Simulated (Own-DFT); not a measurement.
Simulation results for InGa3As4 (zincblende random alloy, strained, atoms displaced)

A calculation, not a measurement: plane-wave density functional theory by an unreviewed code, no spin, of a simulated periodic cell, stress positive in tension, run twice, with PBE and with PBEsol, both on files made for PBE, so the change isn't that of files made for PBEsol, forces on such cells passed a denser k mesh, this cell's mesh not checked; the far tail of each file's local potential was reset to the Coulomb form; each entry is a single point on an unrelaxed cell, so the pressure reflects the starting lattice, mostly measured values (interpolated for alloys), from which strain is counted, and rises with the displacements; printed positions are rounded, which can move forces by about a meV/angstrom; the program, named Own-DFT, is a retired in-house code; no spin-orbit coupling; stress was not checked against mesh or cutoff. Program: Own-DFT development build.

```yaml
- formula: InGa3As4
  kind: "zincblende random alloy, strained, atoms displaced"
  structure:
    cell_angstrom:
      - [11.7071, -0.1748, -0.1012]
      - [-0.1748, 11.2842, -0.1453]
      - [-0.1012, -0.1453, 11.6189]
    atoms_fractional:
      - [Ga, 0.9973, 0.99334, 0.00259]
      - [Ga, 0.00036, 0.25322, 0.25321]
      - [In, 0.25243, 0.99842, 0.24394]
      - [Ga, 0.24276, 0.24862, 0.99518]
      - [As, 0.12121, 0.12795, 0.1192]
      - [As, 0.12892, 0.37569, 0.38019]
      - [As, 0.37284, 0.12179, 0.37981]
      - [As, 0.37657, 0.37167, 0.12466]
      - [Ga, 0.00262, 0.0059, 0.49393]
      - [Ga, 0.00381, 0.25098, 0.74551]
      - [Ga, 0.24259, 0.0027, 0.7419]
      - [In, 0.24776, 0.24723, 0.50295]
      - [As, 0.13157, 0.12288, 0.63448]
      - [As, 0.12645, 0.37651, 0.87134]
      - [As, 0.37406, 0.12315, 0.87118]
      - [As, 0.38313, 0.37797, 0.63208]
      - [Ga, 0.00651, 0.49709, 0.99497]
      - [Ga, 0.99923, 0.74888, 0.25771]
      - [In, 0.25291, 0.49995, 0.24773]
      - [Ga, 0.25357, 0.74266, 0.00098]
      - [As, 0.13462, 0.63011, 0.13134]
      - [As, 0.1225, 0.87384, 0.37128]
      - [As, 0.37356, 0.63167, 0.36799]
      - [As, 0.36881, 0.87045, 0.13129]
      - [In, 0.0033, 0.49314, 0.50083]
      - [Ga, 0.9999, 0.74795, 0.7541]
      - [In, 0.24641, 0.4977, 0.75546]
      - [Ga, 0.24542, 0.7463, 0.49743]
      - [As, 0.12356, 0.61881, 0.62458]
      - [As, 0.12349, 0.87354, 0.87517]
      - [As, 0.37291, 0.61544, 0.87124]
      - [As, 0.37839, 0.87276, 0.62757]
      - [In, 0.49144, 0.00202, 0.99796]
      - [In, 0.50277, 0.25074, 0.24653]
      - [Ga, 0.74891, 0.00354, 0.24778]
      - [Ga, 0.73965, 0.24715, 0.00223]
      - [As, 0.62004, 0.12546, 0.1248]
      - [As, 0.62483, 0.36946, 0.37769]
      - [As, 0.86967, 0.12181, 0.37362]
      - [As, 0.87691, 0.38133, 0.12644]
      - [Ga, 0.49553, 0.00026, 0.49326]
      - [In, 0.49994, 0.25413, 0.75061]
      - [Ga, 0.75439, 0.00304, 0.74526]
      - [Ga, 0.74431, 0.24883, 0.49941]
      - [As, 0.62039, 0.12986, 0.62448]
      - [As, 0.6228, 0.36914, 0.86691]
      - [As, 0.87447, 0.12664, 0.88029]
      - [As, 0.87217, 0.37353, 0.61654]
      - [Ga, 0.49798, 0.48918, 0.99779]
      - [Ga, 0.49755, 0.75047, 0.25088]
      - [Ga, 0.75558, 0.49475, 0.24594]
      - [Ga, 0.7413, 0.75246, 0.00125]
      - [As, 0.61989, 0.62393, 0.12455]
      - [As, 0.6206, 0.87993, 0.37687]
      - [As, 0.87569, 0.62329, 0.37956]
      - [As, 0.87304, 0.87513, 0.12609]
      - [Ga, 0.49893, 0.49839, 0.50692]
      - [Ga, 0.50142, 0.7571, 0.74377]
      - [Ga, 0.75202, 0.50553, 0.75113]
      - [Ga, 0.74912, 0.75009, 0.50161]
      - [As, 0.62634, 0.63245, 0.61973]
      - [As, 0.63152, 0.88, 0.86909]
      - [As, 0.87859, 0.62615, 0.87711]
      - [As, 0.87956, 0.87772, 0.61817]
  settings:
    functional: "PBE, then PBEsol"
    potential_files: "PseudoDojo norm-conserving, scalar-relativistic, standard set"
    "wave_cutoff [hartree]": 42.0
    occupations: Fermi-Dirac
    "smearing_width [eV]": 0.1
    k_mesh: "3 x 3 x 3 centred on Gamma"
  results:
    "PBE_pressure [GPa]": 4.52
    "PBE_stress_xx [GPa]": -3.87
    "PBE_stress_yy [GPa]": -5.53
    "PBE_stress_zz [GPa]": -4.15
    "PBE_stress_yz [GPa]": -1.68
    "PBE_stress_xz [GPa]": -1.36
    "PBE_stress_xy [GPa]": -1.94
    "PBEsol_pressure [GPa]": 1.54
    "PBEsol_stress_xx [GPa]": -0.87
    "PBEsol_stress_yy [GPa]": -2.58
    "PBEsol_stress_zz [GPa]": -1.16
    "PBEsol_stress_yz [GPa]": -1.63
    "PBEsol_stress_xz [GPa]": -1.32
    "PBEsol_stress_xy [GPa]": -1.88
    force_element: [Ga, Ga, In, Ga, As, As, As, As, Ga, Ga, Ga, In, As, As, As, As, Ga, Ga, In, Ga, As, As, As, As, In, Ga, In, Ga, As, As, As, As, In, In, Ga, Ga, As, As, As, As, Ga, In, Ga, Ga, As, As, As, As, Ga, Ga, Ga, Ga, As, As, As, As, Ga, Ga, Ga, Ga, As, As, As, As]
    "PBE_force_x [eV/angstrom]": [-0.172, -0.304, -1.478, 0.54, -0.403, -0.178, 1.042, -0.509, -0.051, -1.014, 1.16, 0.59, -1.97, -1.348, -2.022, -0.746, -0.209, -0.636, -0.334, -0.1, -1.997, 0.013, 1.281, 1.495, -1.016, -0.17, -0.222, 0.157, 0.673, 0.62, 2.435, -0.889, 0.149, -1.132, -0.494, 0.741, 2.084, 1.105, 0.668, 0.296, 0.15, -1.228, 0.022, 0.047, 1.053, 2.603, 0.261, -0.695, 0.152, 0.366, -0.812, 0.298, 0.241, 0.674, -0.739, 0.023, 0.074, 0.138, -0.201, 0.161, -0.063, -0.051, -0.257, 0.129]
    "PBE_force_y [eV/angstrom]": [0.238, -0.252, 0.721, -0.1, 0.415, -0.835, 0.133, -0.125, -0.389, -0.204, -1.461, 0.276, 0.14, -1.54, 0.501, 0.949, 0.616, -0.391, -0.951, 0.194, 0.424, 0.128, 0.341, -1.49, 0.279, 0.052, -0.171, 0.19, 2.317, 0.157, 2.411, 0.563, -1.408, -0.565, -0.631, 0.403, -0.427, 1.87, 0.909, -0.868, -0.083, -1.964, 0.143, -0.477, -1.412, 2.479, 0.14, -0.805, 0.453, 0.157, 0.66, -0.243, -0.233, -0.327, 0.579, -0.309, 0.379, -0.761, -0.313, 0.403, -0.528, -0.445, 0.058, 0.032]
    "PBE_force_z [eV/angstrom]": [-0.513, -0.269, 0.293, -0.069, 0.192, -1.403, 0.107, -1.566, 0.186, 0.243, 1.221, 0.185, -0.623, 1.527, -0.151, -1.349, 0.629, -0.819, -0.176, -0.654, -1.193, 1.313, 2.218, -1.248, -0.767, -0.846, -2.22, 0.185, 0.824, 0.33, 1.94, -0.694, -0.145, 0.521, -0.323, -0.264, 0.082, 0.938, 0.379, -0.647, 0.788, -0.9, -0.345, -0.175, -0.819, 2.71, -0.211, 1.879, -0.313, -0.276, 0.597, -0.241, 0.159, -0.316, -0.745, 0.406, -0.99, 0.671, -0.461, -0.709, 0.83, -0.011, 0.471, 0.626]
    "PBEsol_force_x [eV/angstrom]": [-0.16, -0.287, -1.42, 0.529, -0.382, -0.183, 1.0, -0.492, -0.055, -0.958, 1.13, 0.581, -1.895, -1.3, -1.951, -0.733, -0.199, -0.596, -0.313, -0.093, -1.913, 0.007, 1.216, 1.435, -0.977, -0.154, -0.205, 0.164, 0.646, 0.576, 2.324, -0.861, 0.157, -1.085, -0.467, 0.717, 1.995, 1.062, 0.641, 0.271, 0.152, -1.182, 0.022, 0.046, 1.009, 2.491, 0.236, -0.661, 0.143, 0.34, -0.762, 0.3, 0.225, 0.63, -0.705, 0.013, 0.088, 0.146, -0.184, 0.165, -0.07, -0.069, -0.249, 0.103]
    "PBEsol_force_y [eV/angstrom]": [0.243, -0.236, 0.688, -0.094, 0.384, -0.81, 0.12, -0.12, -0.392, -0.192, -1.391, 0.268, 0.143, -1.486, 0.485, 0.903, 0.601, -0.366, -0.896, 0.187, 0.392, 0.118, 0.324, -1.431, 0.275, 0.051, -0.163, 0.184, 2.215, 0.144, 2.313, 0.541, -1.34, -0.546, -0.601, 0.384, -0.401, 1.781, 0.875, -0.841, -0.071, -1.894, 0.139, -0.447, -1.355, 2.386, 0.116, -0.778, 0.442, 0.156, 0.638, -0.221, -0.225, -0.317, 0.549, -0.291, 0.367, -0.72, -0.299, 0.39, -0.512, -0.435, 0.046, 0.027]
    "PBEsol_force_z [eV/angstrom]": [-0.486, -0.253, 0.3, -0.057, 0.178, -1.355, 0.091, -1.512, 0.188, 0.25, 1.189, 0.187, -0.621, 1.461, -0.152, -1.304, 0.61, -0.768, -0.163, -0.601, -1.161, 1.249, 2.121, -1.217, -0.731, -0.798, -2.138, 0.178, 0.788, 0.305, 1.876, -0.683, -0.131, 0.508, -0.297, -0.253, 0.069, 0.895, 0.357, -0.617, 0.764, -0.872, -0.311, -0.162, -0.801, 2.623, -0.219, 1.792, -0.293, -0.253, 0.585, -0.223, 0.138, -0.316, -0.73, 0.376, -0.933, 0.639, -0.438, -0.663, 0.79, -0.016, 0.426, 0.597]
    "rms_change_of_force_components_from_PBE_to_PBEsol [eV/angstrom]": 0.038
```
